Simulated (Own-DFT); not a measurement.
# Which defects push the lattice out? C40 NbSi2

No measurement is shown. These are fixed-geometry runs of a retired plane-wave code named Own-DFT, which no person has reviewed; spin and spin-orbit coupling are neglected.

All runs used: PBE; PseudoDojo norm-conserving scalar-relativistic files; cutoff 42 hartree; 4 x 4 x 5 k mesh centred on Gamma; cold (Marzari-Vanderbilt) smearing of 0.2 eV.

Known weak points: forces on such cells failed a check on a denser k mesh; stress not checked against mesh or cutoff.

All runs share one cell, with vectors in Å (0.000, 8.324, 0.000); (-9.613, 0.000, 0.000); (0.000, 0.000, 6.586) and a volume of 527.0 Å³. Atoms were moved at random from their sites; u is the rms move along one axis. The defect's site can differ from row to row.

| cell | formula | u (Å) | P (GPa) |
|---|---|---|---|
| no defect | Nb12Si24 | 0.0196 | 1.49 |
| no defect | Nb12Si24 | 0.0225 | 1.59 |
| no defect | Nb12Si24 | 0.0506 | 2.64 |
| two Nb vacancies | Nb10Si24 | 0.0329 | -0.22 |
| two Nb vacancies | Nb10Si24 | 0.0487 | 0.93 |
| two Nb vacancies | Nb10Si24 | 0.0529 | 0.48 |
| two Si on a Nb site each | Nb10Si26 | 0.0273 | 1.58 |
| two Si on a Nb site each | Nb10Si26 | 0.0306 | 1.66 |
| two Si on a Nb site each | Nb10Si26 | 0.0504 | 2.29 |
| two Si on a Nb site each | Nb10Si26 | 0.0532 | ? |
| two Nb on a Si site each | Nb14Si22 | 0.0292 | 7.46 |
| two Nb on a Si site each | Nb14Si22 | 0.0295 | 7.50 |
| two Nb on a Si site each | Nb14Si22 | 0.0493 | 8.17 |
| one Si vacancy | Nb12Si23 | 0.0289 | 0.93 |
| one Si vacancy | Nb12Si23 | 0.0320 | 1.05 |
| one Si vacancy | Nb12Si23 | 0.0529 | 2.35 |

## Fit

P = P0 + c u² + a shift for each defect gives P0 = 1.30 GPa, c = 531 ± 63 GPa/Å² and a scatter of 0.21 GPa. The shifts, and each times the cell's volume:

- two Nb on a Si site each: 5.68 ± 0.17 GPa, 18.7 eV (9.3 eV for each of its 2 sites)
- two Si on a Nb site each: -0.20 ± 0.17 GPa, -0.7 eV (-0.3 eV for each of its 2 sites) (not resolved)
- one Si vacancy: -0.68 ± 0.17 GPa, -2.2 eV
- two Nb vacancies: -2.01 ± 0.18 GPa, -6.6 eV (-3.3 eV for each of its 2 sites)

Positive is outwards. The product with the volume (160.2 GPa Å³ to the eV) is nearly free of the cell's size; divided by the bulk modulus at the cell's pressure it gives the volume that the defect adds. The atoms around the defects weren't relaxed, which would change these numbers.

## Prediction

Question: what pressure belongs in the blank (two Si on a Nb site each, u = 0.0532 Å)?

Estimate: 2.60 ± 0.25 GPa. DFT gave 2.47 GPa.
